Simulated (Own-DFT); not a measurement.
# Strain and stress in 4H SiC, 72 atoms (C36Si36)

All numbers below are calculated, not measured. They come from Own-DFT, an in-house plane-wave density functional program, since retired, whose code no person has reviewed. Each row is one single-point run on a periodic cell that was not relaxed, without spin or spin-orbit coupling.

Settings of every run: PBE; PseudoDojo norm-conserving scalar-relativistic files; cutoff 42 hartree; 4 x 4 x 3 k mesh centred on Gamma; Fermi-Dirac smearing of 0.1 eV.

Known limits: forces on such cells passed a denser k mesh, each cell not checked; stress not checked against mesh or cutoff.

Unstrained cell vectors in Å: (9.248, 0.000, 0.000); (-4.624, 8.009, 0.000); (0.000, 0.000, 10.068). The unstrained cell has measured lattice constants (interpolated for alloys), not those of this functional. That, the random moves and any unrelaxed bonds set the pressure at no strain. Each run strains this cell uniformly, with the atoms carried along. Every atom was also moved at random, by a Gaussian of width 0.05 Å on each axis. Strain is the symmetric tensor, in per cent. Stress is positive in tension, and the pressure is minus a third of its trace.

| run | e_xx (%) | e_yy (%) | e_zz (%) | e_yz (%) | e_xz (%) | e_xy (%) | s_xx (GPa) | s_yy (GPa) | s_zz (GPa) | s_yz (GPa) | s_xz (GPa) | s_xy (GPa) | P (GPa) | E (meV/atom) |
|---|---|---|---|---|---|---|---|---|---|---|---|---|---|---|
| 1 | -1.93 | -0.34 | 1.09 | 1.25 | -0.27 | -1.75 | -16.51 | -8.57 | 0.23 | 4.43 | -0.91 | -8.05 | 8.28 | 19.7 |
| 2 | -0.30 | 0.83 | 0.07 | -0.05 | 0.82 | 1.90 | -6.58 | 0.12 | -6.64 | -0.63 | 2.21 | 9.15 | 4.37 | 19.6 |
| 3 | 0.52 | 1.17 | 1.01 | -0.06 | -0.66 | 1.67 | -2.68 | 3.48 | 1.48 | -0.62 | -1.87 | 7.37 | -0.76 | 0.0 |
| 4 | -1.37 | -1.63 | 1.34 | 1.50 | -1.62 | 1.59 | -16.41 | -14.52 | 0.39 | 4.92 | -5.14 | 8.01 | 10.18 | 51.7 |
| 5 | -1.64 | -0.64 | -1.40 | 1.26 | -0.45 | -0.58 | -13.60 | -11.94 | -17.44 | 5.76 | -1.53 | -2.65 | 14.32 | 31.8 |
| 6 | -0.89 | -1.11 | -1.70 | -0.05 | 0.29 | -0.99 | -10.35 | -12.63 | -18.92 | -0.26 | 0.91 | -4.93 | 13.97 | 14.2 |
| 7 | -0.16 | 1.62 | 1.16 | -0.21 | 1.95 | -1.60 | -2.18 | 3.89 | 0.19 | -1.20 | 6.05 | -5.86 | -0.63 | 0.2 |
| 8 | 0.75 | 1.26 | -1.19 | 0.17 | -0.08 | 0.33 | -0.66 | 2.66 | -12.40 | -0.15 | -0.81 | 0.65 | 3.47 | 3.6 |
| 9 | 1.98 | -1.78 | -1.80 | -1.69 | 0.07 | -0.18 | 4.33 | -12.14 | -18.58 | -5.89 | 0.27 | -0.44 | 8.80 | 10.4 |
| 10 | 1.18 | -1.55 | -1.74 | 0.53 | -1.16 | -0.01 | -1.87 | -11.28 | -19.76 | 1.93 | -3.86 | -0.34 | 10.97 | 38.0 |
| 11 | -0.98 | 1.20 | -0.11 | -0.10 | 0.44 | -0.66 | -9.50 | 0.68 | -6.30 | 0.88 | 2.00 | -3.75 | 5.04 | 12.2 |
| 12 | -1.85 | -1.39 | 1.77 | 0.29 | 0.59 | -0.23 | -16.35 | -15.70 | 3.21 | -0.16 | 1.56 | 0.19 | 9.61 | 45.3 |
| 13 | 1.95 | 0.52 | -1.89 | -1.19 | 0.73 | -0.23 | 5.02 | 0.09 | -17.23 | -3.50 | 2.32 | -0.40 | 4.04 | 10.8 |
| 14 | -1.49 | -0.39 | 0.98 | 0.24 | -1.54 | 0.57 | -13.51 | -9.08 | 0.57 | 1.38 | -5.90 | 2.37 | 7.34 | 14.0 |
| 15 | -1.63 | -0.26 | -1.72 | -0.43 | -0.67 | 0.09 | -16.61 | -10.79 | -15.37 | -2.29 | -2.93 | -0.29 | 14.26 | 42.3 |
| 16 | 1.87 | -0.16 | 1.47 | 1.52 | -0.35 | 1.53 | 6.03 | -4.94 | 2.95 | 4.55 | -0.83 | 5.43 | -1.34 | 14.6 |
| 17 | -1.42 | 0.12 | -0.03 | -0.44 | 1.72 | -0.28 | ? | ? | ? | ? | ? | ? | ? | ? |

E is the free energy for each atom above the lowest run shown.

## Worked fit

Each stress component was fitted by least squares to a constant and the strains of the runs shown, as fractions, with shears doubled. Shear strains stay in the fit of a normal stress only where such slopes are resolved. The slopes, in GPa:

| stress | at no strain | per e_xx | per e_yy | per e_zz | scatter |
|---|---|---|---|---|---|
| s_xx | -5.4 | 554 ± 27 | 108 ± 32 | 19 ± 27 | 1.39 |
| s_yy | -5.0 | 141 ± 20 | 554 ± 25 | 25 ± 21 | 1.06 |
| s_zz | -6.5 | 6 ± 23 | 79 ± 28 | 623 ± 24 | 1.21 |

Each shear stress against twice its own strain: yz 177 ± 16, xz 165 ± 9, xy 231 ± 11 GPa. These are stiffnesses along x, y and z of the frame in which the cell vectors are given, which need not be the crystal's axes. The atoms are held to the strained lattice; where symmetry lets them move under strain, relaxing them would lower some slopes. The table should be nearly symmetric about its diagonal, and what it lacks of that shows the noise. A ninth of its sum, 234 ± 4 GPa, estimates the bulk modulus near the mean pressure of these runs, 7.0 GPa, so it lies above the value at zero pressure.

## Withheld run

Question: what normal stresses and pressure should run 17 give?

The fit gives s_xx = -13.1, s_yy = -6.4, s_zz = -6.7 and P = 8.7 GPa. The calculation gave -11.46, -5.64, -6.96 and P = 8.02 GPa.
